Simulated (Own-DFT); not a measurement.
Simulation results for Si3N4 (beta silicon nitride, strained, atoms displaced), SiC (4H silicon carbide, atoms displaced), SiC (twinned 3C silicon carbide, atoms displaced), GaP (zincblende, strained, atoms displaced)

All values are calculated (Own-DFT development build). A calculation, not a measurement: plane-wave PBE density functional theory by an unreviewed code, no spin, of a simulated periodic cell, stress positive in tension, free energy of the whole cell less one offset for each atom, forces on such cells passed a denser k mesh, this cell's mesh not checked; offsets are fitted by least squares, one for each functional and potential file, so energies compare only between cells with the same atoms and settings and are not formation energies; the far tail of each file's local potential was reset to the Coulomb form; each entry is a single point on an unrelaxed cell, so the pressure reflects the starting lattice, mostly measured values (interpolated for alloys), from which strain is counted, and rises with the displacements; printed positions are rounded, which can move forces by about a meV/angstrom; the program, named Own-DFT, is a retired in-house code; no spin-orbit coupling.

Settings shared by all entries: functional PBE; potential files PseudoDojo norm-conserving, scalar-relativistic, standard set; wave cutoff 42 hartree; occupations Fermi-Dirac; smearing width 0.1 eV.

```json
{"entry": 1, "formula": "Si3N4", "kind": "beta silicon nitride, strained, atoms displaced", "structure": {"cell_angstrom": [[7.6716, 0.1407, -0.124], [-3.714, 6.4727, 0.0807], [-0.1423, 0.0247, 8.7197]], "atoms_fractional": [["Si", 0.15467, 0.76289, 0.07585], ["Si", 0.2286, 0.40508, 0.08113], ["Si", 0.59306, 0.82313, 0.08385], ["Si", 0.81134, 0.21791, 0.24486], ["Si", 0.76778, 0.60094, 0.23699], ["Si", 0.40921, 0.16962, 0.26465], ["N", 0.33847, 0.03249, 0.08043], ["N", 0.96679, 0.30634, 0.09038], ["N", 0.69626, 0.66774, 0.06807], ["N", 0.66204, 0.95962, 0.2387], ["N", 0.02199, 0.68842, 0.25049], ["N", 0.30448, 0.33602, 0.25435], ["N", 0.34592, 0.67014, 0.09788], ["N", 0.65187, 0.32469, 0.25018], ["Si", 0.18747, 0.76914, 0.41852], ["Si", 0.23676, 0.39862, 0.40232], ["Si", 0.60275, 0.82811, 0.42965], ["Si", 0.81939, 0.2251, 0.59437], ["Si", 0.77767, 0.60187, 0.58653], ["Si", 0.41166, 0.19037, 0.58211], ["N", 0.33642, 0.04485, 0.40777], ["N", 0.97259, 0.29981, 0.42311], ["N", 0.70511, 0.6692, 0.39849], ["N", 0.66259, 0.9636, 0.57823], ["N", 0.03475, 0.69546, 0.58236], ["N", 0.29931, 0.3377, 0.58646], ["N", 0.32774, 0.66381, 0.40943], ["N", 0.67481, 0.34482, 0.58734], ["Si", 0.18033, 0.7712, 0.75271], ["Si", 0.2338, 0.40788, 0.75797], ["Si", 0.61027, 0.83103, 0.74919], ["Si", 0.83204, 0.23799, 0.91838], ["Si", 0.76284, 0.59744, 0.92097], ["Si", 0.40687, 0.17721, 0.92105], ["N", 0.33782, 0.04174, 0.75017], ["N", 0.96913, 0.28897, 0.75348], ["N", 0.70301, 0.66642, 0.73477], ["N", 0.67448, 0.97341, 0.91212], ["N", 0.04484, 0.69659, 0.91771], ["N", 0.29749, 0.33585, 0.92271], ["N", 0.33618, 0.6695, 0.74666], ["N", 0.65525, 0.34299, 0.91176]]}, "settings": {"k_mesh": "3 x 3 x 3 centred on Gamma"}, "results": {"free_energy_of_cell_above_offsets [eV]": "-0.795", "pressure [GPa]": 9.54, "stress_xx [GPa]": -3.33, "stress_yy [GPa]": -9.4, "stress_zz [GPa]": -15.88, "stress_yz [GPa]": -0.69, "stress_xz [GPa]": 0.11, "stress_xy [GPa]": 7.32, "force_element": ["Si", "Si", "Si", "Si", "Si", "Si", "N", "N", "N", "N", "N", "N", "N", "N", "Si", "Si", "Si", "Si", "Si", "Si", "N", "N", "N", "N", "N", "N", "N", "N", "Si", "Si", "Si", "Si", "Si", "Si", "N", "N", "N", "N", "N", "N", "N", "N"], "force_x [eV/angstrom]": [5.677, -0.56, -1.858, 0.643, 1.75, -0.674, -1.092, 0.786, -0.84, 0.53, 0.357, 2.353, -2.921, 2.227, -3.65, -4.833, -1.435, 1.219, 2.363, 0.866, -0.435, -0.928, -1.04, 0.054, -0.137, 0.342, 4.065, -0.448, 0.216, -1.082, -2.974, -1.69, 3.181, -0.097, -0.239, 0.44, -1.285, 0.245, -5.183, 1.141, 1.616, 3.326], "force_y [eV/angstrom]": [2.752, 1.342, -0.141, 1.91, -2.459, 4.173, -1.345, -0.057, 1.277, 1.667, 1.298, -2.102, -1.174, 2.109, 0.199, 1.703, -3.823, 1.975, -0.496, -0.517, -6.393, -1.441, 1.003, 2.856, 1.085, -0.084, 0.577, -2.416, 1.139, 0.26, -1.337, -0.155, -0.631, 0.019, -1.158, 0.539, 1.752, 0.01, -2.347, -1.083, 0.715, -1.201], "force_z [eV/angstrom]": [6.909, 2.361, -2.385, 2.638, 1.622, -10.14, 1.968, -1.307, 2.824, 3.851, -1.182, -4.326, -1.582, -0.508, -0.498, 5.948, -7.453, -3.513, -5.046, 0.763, 9.266, -1.047, 3.93, 3.693, 0.382, -0.368, 0.7, -0.119, -1.316, -2.904, 0.221, -0.074, -4.993, -0.568, -0.19, 1.052, 4.457, 0.692, -4.648, -0.077, 0.558, 0.414]}}
{"entry": 2, "formula": "SiC", "kind": "4H silicon carbide, atoms displaced", "structure": {"cell_angstrom": [[6.1654, 0.0, 0.0], [-3.0827, 5.3394, 0.0], [0.0, 0.0, 10.0681]], "atoms_fractional": [["Si", 0.9966, 0.98434, 0.41159], ["Si", 0.16506, 0.34637, 0.1405], ["C", 0.96627, 0.96475, 0.10562], ["C", 0.18903, 0.3158, 0.35215], ["Si", 0.00967, 0.48618, 0.41568], ["Si", 0.16963, 0.81275, 0.15832], ["C", 0.01856, 0.50382, 0.09565], ["C", 0.19473, 0.86845, 0.33278], ["Si", 0.48165, 0.00232, 0.40112], ["Si", 0.67202, 0.34405, 0.1639], ["C", 0.46396, 0.9756, 0.10264], ["C", 0.66661, 0.35096, 0.35321], ["Si", 0.53221, 0.51785, 0.40663], ["Si", 0.68021, 0.8435, 0.1526], ["C", 0.50778, 0.49916, 0.06717], ["C", 0.67536, 0.85334, 0.34888], ["Si", 0.00027, 0.00777, 0.89062], ["Si", 0.80738, 0.6446, 0.66056], ["C", 0.99718, 0.98048, 0.59792], ["C", 0.85253, 0.66412, 0.83509], ["Si", 0.01847, 0.49339, 0.91018], ["Si", 0.85429, 0.18648, 0.63619], ["C", 0.98664, 0.48011, 0.60709], ["C", 0.80034, 0.14076, 0.84141], ["Si", 0.49904, 0.02154, 0.8862], ["Si", 0.34939, 0.65041, 0.6752], ["C", 0.48477, 0.99215, 0.58158], ["C", 0.3401, 0.67899, 0.83399], ["Si", 0.50933, 0.49243, 0.91466], ["Si", 0.33202, 0.18952, 0.65898], ["C", 0.48452, 0.48813, 0.60333], ["C", 0.34749, 0.15629, 0.85581]]}, "settings": {"k_mesh": "5 x 5 x 3 centred on Gamma"}, "results": {"free_energy_of_cell_above_offsets [eV]": "8.690", "pressure [GPa]": 14.81, "stress_xx [GPa]": -16.98, "stress_yy [GPa]": -10.57, "stress_zz [GPa]": -16.89, "stress_yz [GPa]": -0.2, "stress_xz [GPa]": 1.86, "stress_xy [GPa]": 0.47, "force_element": ["Si", "Si", "C", "C", "Si", "Si", "C", "C", "Si", "Si", "C", "C", "Si", "Si", "C", "C", "Si", "Si", "C", "C", "Si", "Si", "C", "C", "Si", "Si", "C", "C", "Si", "Si", "C", "C"], "force_x [eV/angstrom]": [0.936, 5.041, 6.938, -2.022, 0.519, -4.518, -4.046, -3.503, 3.932, -0.697, 5.692, 4.363, -4.991, -6.906, -0.722, -0.185, -0.041, 2.582, -0.778, -1.014, -2.141, -2.142, 0.695, 5.381, 5.251, -3.893, 0.85, 0.677, 0.791, 2.2, 1.678, -9.924], "force_y [eV/angstrom]": [1.455, -4.632, 5.384, 2.414, 1.189, 1.713, -0.881, -5.131, 1.416, -1.793, 4.458, -1.276, 0.77, -3.214, 0.366, -1.547, -2.679, 1.102, 1.059, -0.374, 0.354, -9.444, 7.521, 4.118, -7.395, 2.578, 0.639, -1.314, 1.544, -6.564, 2.589, 5.575], "force_z [eV/angstrom]": [-0.928, 3.572, -4.629, -1.122, -0.892, 0.495, -1.264, 1.505, 1.696, -1.486, -2.904, -1.811, 1.248, 1.87, 13.96, -0.844, 2.614, -0.604, -0.125, 3.172, -2.219, 3.078, -3.051, -1.519, 5.581, -8.043, 2.793, 7.821, -11.53, 0.374, -2.721, -4.085]}}
{"entry": 3, "formula": "SiC", "kind": "twinned 3C silicon carbide, atoms displaced", "structure": {"cell_angstrom": [[4.3596, -4.3596, 0.0], [0.0, 4.3596, -4.3596], [8.7192, 8.7192, 8.7192]], "atoms_fractional": [["Si", 0.99508, 0.98981, 0.43861], ["C", 0.99776, 0.99995, 0.06405], ["Si", 0.15696, 0.32381, 0.10398], ["C", 0.178, 0.33363, 0.23202], ["Si", 0.33583, 0.16708, 0.27168], ["C", 0.32928, 0.16652, 0.3962], ["Si", 0.99036, 0.49498, 0.43297], ["C", 0.99684, 0.49518, 0.06435], ["Si", 0.16488, 0.83086, 0.10284], ["C", 0.16621, 0.83652, 0.22816], ["Si", 0.33277, 0.66847, 0.26913], ["C", 0.32942, 0.66264, 0.39438], ["Si", 0.50212, 0.00378, 0.43696], ["C", 0.49783, 0.99396, 0.05908], ["Si", 0.66602, 0.33444, 0.10317], ["C", 0.66973, 0.3356, 0.23204], ["Si", 0.83151, 0.16461, 0.27627], ["C", 0.83404, 0.16832, 0.39631], ["Si", 0.49029, 0.49099, 0.43766], ["C", 0.49683, 0.50336, 0.06189], ["Si", 0.67417, 0.84574, 0.10222], ["C", 0.64905, 0.82414, 0.22907], ["Si", 0.84095, 0.66726, 0.26927], ["C", 0.82371, 0.66264, 0.3953], ["Si", 0.00067, 0.00112, 0.93909], ["C", 0.0073, 0.00924, 0.56256], ["Si", 0.84212, 0.67375, 0.6037], ["C", 0.83187, 0.66654, 0.72715], ["Si", 0.65779, 0.82276, 0.77185], ["C", 0.66248, 0.83252, 0.89691], ["Si", 0.00116, 0.50019, 0.93686], ["C", 0.00609, 0.5069, 0.56405], ["Si", 0.83424, 0.16587, 0.60222], ["C", 0.83242, 0.15653, 0.7291], ["Si", 0.67506, 0.3329, 0.76895], ["C", 0.66476, 0.33593, 0.8973], ["Si", 0.50606, 0.00188, 0.93636], ["C", 0.49945, 0.99963, 0.5647], ["Si", 0.32256, 0.65936, 0.60343], ["C", 0.33762, 0.66724, 0.72649], ["Si", 0.15751, 0.83173, 0.77228], ["C", 0.16693, 0.83614, 0.89215], ["Si", 0.49728, 0.50437, 0.93759], ["C", 0.50801, 0.50693, 0.56491], ["Si", 0.33354, 0.16793, 0.60178], ["C", 0.33078, 0.16899, 0.72981], ["Si", 0.16437, 0.32361, 0.77489], ["C", 0.15585, 0.32977, 0.89721]]}, "settings": {"hardware": "one NVIDIA H100", "k_mesh": "5 x 5 x 2 centred on Gamma"}, "results": {"free_energy_of_cell_above_offsets [eV]": "-7.251", "pressure [GPa]": 3.61, "stress_xx [GPa]": -3.91, "stress_yy [GPa]": -3.94, "stress_zz [GPa]": -2.98, "stress_yz [GPa]": -0.37, "stress_xz [GPa]": 0.02, "stress_xy [GPa]": 0.07, "force_element": ["Si", "C", "Si", "C", "Si", "C", "Si", "C", "Si", "C", "Si", "C", "Si", "C", "Si", "C", "Si", "C", "Si", "C", "Si", "C", "Si", "C", "Si", "C", "Si", "C", "Si", "C", "Si", "C", "Si", "C", "Si", "C", "Si", "C", "Si", "C", "Si", "C", "Si", "C", "Si", "C", "Si", "C"], "force_x [eV/angstrom]": [0.122, 0.056, 1.93, -2.028, 0.2, -0.206, 1.93, -0.203, 0.403, 0.245, -0.32, 0.086, -0.379, 0.505, -0.344, -0.432, -1.074, 0.131, 0.619, 0.345, -0.899, 2.184, -1.112, 0.094, -0.635, -0.809, -0.4, 0.434, 0.13, 0.298, -0.318, -2.108, 0.48, 0.204, -0.712, -0.148, -1.018, -0.541, 2.021, -0.501, -0.031, 1.182, -0.082, -1.092, 1.434, 0.323, -0.97, 1.008], "force_y [eV/angstrom]": [0.261, -1.051, 0.521, 0.672, -0.076, -0.593, 0.791, -0.121, -0.111, -0.381, 0.352, 0.526, 0.24, 1.286, 0.512, -0.919, -1.795, 0.003, 0.709, 0.013, 0.504, -1.194, 1.489, -0.444, -0.431, -0.382, 0.397, 0.196, -0.326, -0.749, 1.023, -0.526, 0.911, 0.249, 0.662, -0.575, 0.659, -0.62, -0.561, 1.487, -1.834, 1.019, -0.32, -0.483, 0.685, -0.933, -0.198, -0.544], "force_z [eV/angstrom]": [-0.823, -0.118, -0.699, -0.113, -0.088, 0.701, -0.048, -0.646, 0.173, -0.066, 0.996, -0.318, 1.107, -0.255, 0.491, -0.063, -1.117, 1.221, -0.635, 0.43, 2.211, -1.648, 0.04, -0.121, 0.08, 0.484, 0.198, 0.586, -0.958, -0.27, -0.111, 0.241, 0.285, -0.329, 0.478, -0.528, -0.389, -0.436, -0.7, 1.545, -1.299, 1.326, 0.731, -0.167, 0.187, 0.339, -1.833, -0.072], "wall_time [s]": 185.2}}
{"entry": 4, "formula": "GaP", "kind": "zincblende, strained, atoms displaced", "structure": {"cell_angstrom": [[10.862, 0.0, 0.0], [0.0, 10.862, 0.0], [0.0, 0.0, 10.9439]], "atoms_fractional": [["Ga", 0.01171, 0.98185, 0.00182], ["Ga", 0.99857, 0.26317, 0.24966], ["Ga", 0.25671, 0.00133, 0.24325], ["Ga", 0.26423, 0.24809, 0.99233], ["P", 0.11729, 0.12931, 0.1239], ["P", 0.11987, 0.3705, 0.38281], ["P", 0.37465, 0.12561, 0.37612], ["P", 0.37583, 0.37126, 0.13056], ["Ga", 0.98834, 0.99773, 0.49524], ["Ga", 0.99605, 0.25308, 0.73782], ["Ga", 0.25301, 0.00397, 0.75377], ["Ga", 0.25103, 0.25733, 0.50384], ["P", 0.11567, 0.13236, 0.63026], ["P", 0.12836, 0.37043, 0.87631], ["P", 0.3748, 0.12526, 0.867], ["P", 0.37109, 0.38765, 0.62565], ["Ga", 0.01493, 0.50498, 0.00128], ["Ga", 0.00174, 0.73074, 0.25264], ["Ga", 0.24876, 0.49661, 0.25324], ["Ga", 0.2586, 0.75034, 0.01141], ["P", 0.12721, 0.61585, 0.12755], ["P", 0.12557, 0.87901, 0.37592], ["P", 0.36953, 0.62366, 0.37415], ["P", 0.38258, 0.87617, 0.13381], ["Ga", 0.00768, 0.4912, 0.50228], ["Ga", 0.99763, 0.74746, 0.73907], ["Ga", 0.25345, 0.49104, 0.75697], ["Ga", 0.26952, 0.75236, 0.50991], ["P", 0.12888, 0.62175, 0.61333], ["P", 0.12056, 0.87486, 0.87699], ["P", 0.37526, 0.63007, 0.86944], ["P", 0.38451, 0.87079, 0.62361], ["Ga", 0.49986, 0.9954, 0.99065], ["Ga", 0.49707, 0.2479, 0.254], ["Ga", 0.75571, 0.00065, 0.24682], ["Ga", 0.74516, 0.25993, 0.00725], ["P", 0.62637, 0.12582, 0.12536], ["P", 0.62929, 0.38319, 0.38116], ["P", 0.88232, 0.13368, 0.36462], ["P", 0.87241, 0.37204, 0.13101], ["Ga", 0.492, 0.00844, 0.50434], ["Ga", 0.49482, 0.24537, 0.73369], ["Ga", 0.75389, 0.00023, 0.75149], ["Ga", 0.75614, 0.25082, 0.48939], ["P", 0.63094, 0.11949, 0.62769], ["P", 0.62727, 0.3741, 0.86635], ["P", 0.88293, 0.12318, 0.87832], ["P", 0.87419, 0.37591, 0.6278], ["Ga", 0.49899, 0.5006, 0.00962], ["Ga", 0.49283, 0.74765, 0.2306], ["Ga", 0.76654, 0.49464, 0.24989], ["Ga", 0.74942, 0.74182, 0.99138], ["P", 0.61619, 0.62417, 0.12634], ["P", 0.62552, 0.87335, 0.36852], ["P", 0.86471, 0.62331, 0.38367], ["P", 0.87288, 0.88127, 0.12569], ["Ga", 0.49929, 0.5015, 0.51336], ["Ga", 0.51287, 0.74326, 0.74419], ["Ga", 0.74878, 0.51258, 0.74524], ["Ga", 0.74311, 0.74978, 0.49233], ["P", 0.6366, 0.62485, 0.62864], ["P", 0.62273, 0.86769, 0.8655], ["P", 0.86282, 0.6231, 0.87925], ["P", 0.87813, 0.87952, 0.62031]]}, "settings": {"hardware": "one NVIDIA H100", "k_mesh": "3 x 3 x 3 centred on Gamma"}, "results": {"free_energy_of_cell_above_offsets [eV]": "-30.423", "pressure [GPa]": 4.11, "stress_xx [GPa]": -4.18, "stress_yy [GPa]": -4.45, "stress_zz [GPa]": -3.71, "stress_yz [GPa]": -1.04, "stress_xz [GPa]": 0.25, "stress_xy [GPa]": 0.99, "force_element": ["Ga", "Ga", "Ga", "Ga", "P", "P", "P", "P", "Ga", "Ga", "Ga", "Ga", "P", "P", "P", "P", "Ga", "Ga", "Ga", "Ga", "P", "P", "P", "P", "Ga", "Ga", "Ga", "Ga", "P", "P", "P", "P", "Ga", "Ga", "Ga", "Ga", "P", "P", "P", "P", "Ga", "Ga", "Ga", "Ga", "P", "P", "P", "P", "Ga", "Ga", "Ga", "Ga", "P", "P", "P", "P", "Ga", "Ga", "Ga", "Ga", "P", "P", "P", "P"], "force_x [eV/angstrom]": [-1.575, 0.876, -1.531, -1.39, 1.375, 1.051, -0.606, -0.213, 1.401, -0.354, -1.146, -0.232, 1.638, -0.424, 1.08, 0.336, -1.768, -0.571, -0.132, -0.646, 0.864, 0.511, 1.205, -1.224, -1.474, 0.247, -1.027, -2.178, 0.443, 1.881, 0.251, 0.137, 0.462, 1.063, -0.599, 0.233, -0.625, -0.709, -0.706, 1.113, 1.353, 0.735, 0.387, -0.392, -0.163, -0.794, -0.413, -0.571, -0.195, 1.211, -2.109, -1.175, 2.198, -0.961, 1.804, 0.536, 0.736, -1.211, 0.886, 0.206, -1.432, 0.779, 2.859, -1.313], "force_y [eV/angstrom]": [2.201, -1.063, 0.573, 0.079, -0.146, 0.242, 0.426, 0.162, 1.012, 0.041, -0.86, -0.975, -1.48, -0.112, -0.095, -1.68, -1.11, 1.736, -0.657, 0.094, 1.123, -0.828, 0.131, 1.434, 0.935, -0.329, 1.566, -0.328, 0.235, -1.714, -0.459, 1.107, 0.323, 0.296, 0.436, -1.071, -0.243, -0.448, -0.956, 0.834, -0.732, 0.577, -0.044, -0.129, 0.682, 0.316, 0.285, 0.684, -0.524, -0.922, 1.151, 1.701, -0.494, 0.503, -0.734, -2.192, 0.741, 0.16, -2.385, 0.985, 0.7, 0.776, -0.601, -0.938], "force_z [eV/angstrom]": [0.83, -0.093, 0.791, 1.122, -0.347, -1.285, 0.222, -0.328, -0.499, 2.246, -0.841, 0.129, -1.448, -0.167, 0.36, -0.073, -0.916, 0.502, 0.471, -1.005, 0.294, -0.108, -0.025, -2.235, 0.256, 0.637, 0.171, -1.551, 1.451, -1.239, 0.784, 1.491, 0.375, 0.244, 0.551, -1.261, -0.194, -0.545, 0.628, -1.76, -0.523, 0.726, 0.571, 0.867, -1.103, 0.387, 0.309, -0.668, -1.614, 3.139, 0.692, 1.835, -0.224, -0.066, -0.506, -0.47, -1.496, 0.218, 1.183, 0.682, -1.82, 0.883, -0.912, 0.276], "wall_time [s]": 548.4}}
```
